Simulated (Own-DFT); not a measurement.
# Response to strain: wurtzite AlGaN with randomly placed atoms, 72 atoms (Al9Ga27N36)

These are calculations, not measurements. The program, named Own-DFT, is a retired in-house plane-wave density functional code that no person has reviewed. Each row is one single-point run on a periodic cell that was not relaxed, without spin or spin-orbit coupling.

Settings of every run: PBEsol; PseudoDojo norm-conserving scalar-relativistic files, made for PBE; cutoff 42 hartree; 4 x 4 x 3 k mesh centred on Gamma; Fermi-Dirac smearing of 0.1 eV.

Known limits: forces on such cells passed a denser k mesh, each cell not checked; stress not checked against mesh or cutoff.

Unstrained cell vectors in Å: (9.509, 0.000, 0.000); (-4.755, 8.235, 0.000); (0.000, 0.000, 10.268). The unstrained cell has measured lattice constants (interpolated for alloys), not those of this functional. That, the random moves and any unrelaxed bonds set the pressure at no strain. Each run strains this cell uniformly, with the atoms carried along. Every atom was also moved at random, by a Gaussian of width 0.05 Å on each axis. The random placing of the alloy's atoms differs from row to row. Strain is the symmetric tensor, in per cent. Stress is positive in tension, and the pressure is minus a third of its trace.

| run | e_xx (%) | e_yy (%) | e_zz (%) | s_xx (GPa) | s_yy (GPa) | s_zz (GPa) | P (GPa) | E (meV/atom) |
|---|---|---|---|---|---|---|---|---|
| 1 | -0.50 | -0.50 | 0.00 | -5.85 | -3.98 | -3.38 | 4.41 | 0.0 |
| 2 | -1.25 | -1.25 | 0.00 | -12.54 | -7.67 | -3.22 | 7.81 | 7.5 |
| 3 | 2.25 | 2.25 | 0.00 | 8.04 | 7.62 | 0.05 | -5.24 | 14.0 |
| 4 | 1.00 | 1.00 | 0.00 | 3.69 | 2.73 | -2.64 | -1.26 | 4.5 |
| 5 | -2.75 | -2.75 | 0.00 | -19.68 | -17.80 | -8.40 | 15.29 | 54.8 |
| 6 | -0.25 | -0.25 | 0.00 | -0.87 | -3.91 | -6.05 | 3.61 | 6.3 |
| 7 | -0.75 | -0.75 | 0.00 | -5.78 | -5.85 | -5.76 | 5.80 | 13.1 |
| 8 | 2.75 | 2.75 | 0.00 | 11.04 | 9.62 | -0.58 | -6.69 | 20.4 |
| 9 | 2.50 | 2.50 | 0.00 | ? | ? | ? | ? | ? |

E is the free energy for each atom above the lowest run shown.

## Worked fit

The change of volume is close to e_xx + e_yy + e_zz. A straight line through the runs shown gives P = 3.27 - 195 x (fractional change of volume) GPa, with an error of 9 on the slope and a scatter of 0.89 GPa. The strain isn't the same on all axes and the cell isn't cubic, so the slope belongs to this path and is not the bulk modulus.

## Withheld run

Question: what pressure should run 9 give? Its volume changes by 5.06 %.

The line gives -6.6 GPa. The calculation gave -5.83 GPa.
